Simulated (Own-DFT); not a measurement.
# Which defects push the lattice out? C11b WSi2

The numbers are computed, not measured, by runs of the plane-wave DFT program Own-DFT (in-house, retired, unreviewed) at fixed positions, with no spin and no spin-orbit coupling.

Method: PBE; PseudoDojo norm-conserving scalar-relativistic files; cutoff 50 hartree; 5 x 5 x 5 k mesh centred on Gamma; cold (Marzari-Vanderbilt) smearing of 0.2 eV.

Limits: forces on such cells failed a check on a denser k mesh; stress not checked against mesh or cutoff.

All runs share one cell, with vectors in Å (-2.148, -5.953, 3.409); (-6.444, 2.976, 1.136); (-2.553, -2.948, -6.757) and a volume of 403.2 Å³. The atoms are randomly displaced, by u rms on each axis. The defect's site can differ from row to row.

```
              cell  formula   u (Å)  P (GPa)
         no defect  Si20W10  0.0190     4.49
         no defect  Si20W10  0.0205     4.73
         no defect  Si20W10  0.0493     5.76
    one Si vacancy  Si19W10  0.0288     3.17
    one Si vacancy  Si19W10  0.0489     4.18
    one Si vacancy  Si19W10  0.0523     4.94
one W on a Si site  Si19W11  0.0318     9.83
one W on a Si site  Si19W11  0.0503    11.13
one W on a Si site  Si19W11  0.0557    11.80
one Si on a W site   Si21W9  0.0309     6.00
one Si on a W site   Si21W9  0.0333     6.40
one Si on a W site   Si21W9  0.0482        ?
one Si on a W site   Si21W9  0.0516     7.43
```

## Fit

P = P0 + c u² + a shift for each defect gives P0 = 4.17 GPa, c = 762 ± 77 GPa/Å² and a scatter of 0.23 GPa. The shifts, and each times the cell's volume:

- one W on a Si site: 5.06 ± 0.21 GPa, 12.7 eV
- one Si on a W site: 1.24 ± 0.19 GPa, 3.1 eV
- one Si vacancy: -1.59 ± 0.20 GPa, -4.0 eV

Positive is outwards. The product with the volume (160.2 GPa Å³ to the eV) is nearly free of the cell's size; divided by the bulk modulus at the cell's pressure it gives the volume that the defect adds. The atoms around the defects weren't relaxed, which would change these numbers.

## Check

Question: what pressure belongs in the blank (one Si on a W site, u = 0.0482 Å)?

From the fit: 7.18 ± 0.27 GPa. Computed: 7.08 GPa.
